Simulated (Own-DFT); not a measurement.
# More of the guest, more pressure: Ge in Si

Everything here is calculated. The program is Own-DFT (plane waves, in-house, since retired, never reviewed by a person); positions were held fixed, and spin and spin-orbit coupling were off.

Settings: PBE; PseudoDojo norm-conserving scalar-relativistic files; cutoff 42 hartree; 3 x 3 x 2 k mesh centred on Gamma; Fermi-Dirac smearing of 0.1 eV.

Caveats: forces on such cells moved up to 12 meV/angstrom on a denser k mesh; stress not checked against mesh or cutoff.

One cell of 96 atoms is used throughout, with vectors in Å (10.862, 0.000, 0.000); (0.000, 10.862, 0.000); (0.000, 0.000, 16.293). Some planes normal to z hold Ge in place of Si, either as pure planes or mixed at random through a layer; x is the share of Ge among all Ge and Si sites. u is the rms random offset of the atoms per axis. Stress is positive in tension.

| x | layer | u (Å) | (s_xx + s_yy)/2 (GPa) | s_zz (GPa) |
|---|---|---|---|---|
| 0.125 | mixed layer | 0.0300 | -3.80 | -3.83 |
| 0.125 | mixed layer | 0.0287 | -3.78 | -3.73 |
| 0.167 | pure planes | 0.0318 | -4.44 | -4.38 |
| 0.167 | pure planes | 0.0309 | -4.47 | -4.44 |
| 0.188 | mixed layer | 0.0297 | -4.63 | -4.69 |
| 0.188 | mixed layer | 0.0601 | -5.20 | -5.44 |
| 0.250 | mixed layer | 0.0637 | ? | ? |
| 0.500 | pure planes | 0.0307 | -9.21 | -9.20 |
| 0.500 | pure planes | 0.0301 | -9.15 | -9.15 |

## Fit

In the plane: -1.84 - 14.3 x - 187 u² GPa (slope in x ± 0.1, scatter 0.04). Along z: -1.75 - 14.4 x - 278 u² GPa (± 0.1, scatter 0.04). The two slopes nearly agree: every atom sits on the host's lattice on all three axes, so the larger Ge atoms are squeezed alike in all directions, and the layering hardly shows. The constants are the stress of this functional at the host's measured lattice. A real film keeps the in-plane spacing but grows in height until s_zz vanishes, which relieves part of the in-plane stress too.

## Check

Question: what are the two stresses at x = 0.250?

Estimate: -6.2 and -6.5 GPa. Computed: -6.11 and -6.15 GPa. The miss is larger than the scatter suggests: chance, or a term that the fit lacks.
